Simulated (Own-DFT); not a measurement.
# A pressure from energies alone: corundum Al2O3, 78 atoms (Al32O46), with two O vacancies

Calculated, not measured. Each geometry was run twice at fixed positions with Own-DFT, a retired in-house plane-wave program that no person has reviewed: with PBE, and with HSE06 (exact exchange share 0.25 at short range, screening 0.11 per bohr, Gygi-Baldereschi treatment of its divergence). Both used PseudoDojo norm-conserving files made for PBE, a cutoff of 48 hartree, the Gamma point alone, fixed occupations, a neutral cell and no spin. The unstrained cell is 7.9 Å across at its thinnest, so Gamma alone is coarse and defects feel their images. The oxygen file's force components were 24 meV/Å off all-electron values in a glass.

Unstrained cell vectors in Å: (5.494, 0.000, 8.660); (-2.747, 4.758, 8.660); (-2.747, -4.758, 8.660), volume V0 = 679.1 Å³, from measured lattice constants. Each geometry has its own random strain of a few per cent, its own defect sites and random moves of rms u per axis. HSE06 gave the energy alone. D is its energy less that of PBE, over the lowest D shown. The PBE stress wasn't checked against mesh or cutoff.

| run | V - V0 (Å³) | u (Å) | P with PBE (GPa) | D (eV) |
|---|---|---|---|---|
| 1 | 3.6 | 0.0305 | 6.14 | 1.161 |
| 2 | 3.7 | 0.0293 | 6.31 | 1.183 |
| 3 | -5.4 | 0.0319 | 9.87 | 0.858 |
| 4 | -24.4 | 0.0267 | 17.08 | 0.009 |
| 5 | -0.1 | 0.0461 | 8.87 | 1.127 |
| 6 | 4.5 | 0.0458 | 7.21 | 1.358 |
| 7 | -29.2 | 0.0499 | 22.04 | 0.000 |
| 8 | 13.2 | 0.0504 | 4.94 | 1.653 |
| 9 | 15.2 | 0.0325 | 2.27 | 1.630 |
| 10 | 12.1 | 0.0288 | 2.51 | 1.651 |
| 11 | -9.3 | 0.0506 | 12.93 | 0.811 |
| 12 | -4.4 | 0.0294 | 8.76 | 0.842 |
| 13 | -15.1 | 0.0307 | 13.41 | ? |

## What the rows give

D = 0.98 + 0.0406 (V - V0) + 74 u² eV, with an error of 0.0011 on the volume slope, 21 on the last term and a scatter of 0.05 eV. Pressure is -dE/dV, and 1 eV/Å³ is 160.2 GPa, so HSE06 changes the pressure by -6.5 ± 0.2 GPa. With the ions held to the strained lattice, the PBE pressure falls by 271 ± 7 GPa per unit of volume strain; the shape of the strain isn't fitted, so the true error is larger, and a relaxed crystal would be softer. On that slope HSE06's volume at a given pressure is about 2.4 % smaller, or 0.8 % in lengths. At u = 0 and V0 the PBE pressure is 6.3 GPa, which puts the zero-pressure volume, against the measured cell and with the defects in, at +2.3 % for PBE and -0.1 % for HSE06, each good to a few tenths of a per cent.

## Check

The question: what D should run 13 give?

The fitted form gives 0.44 eV, with rows scattering by 0.05. Computed: 0.441 eV.
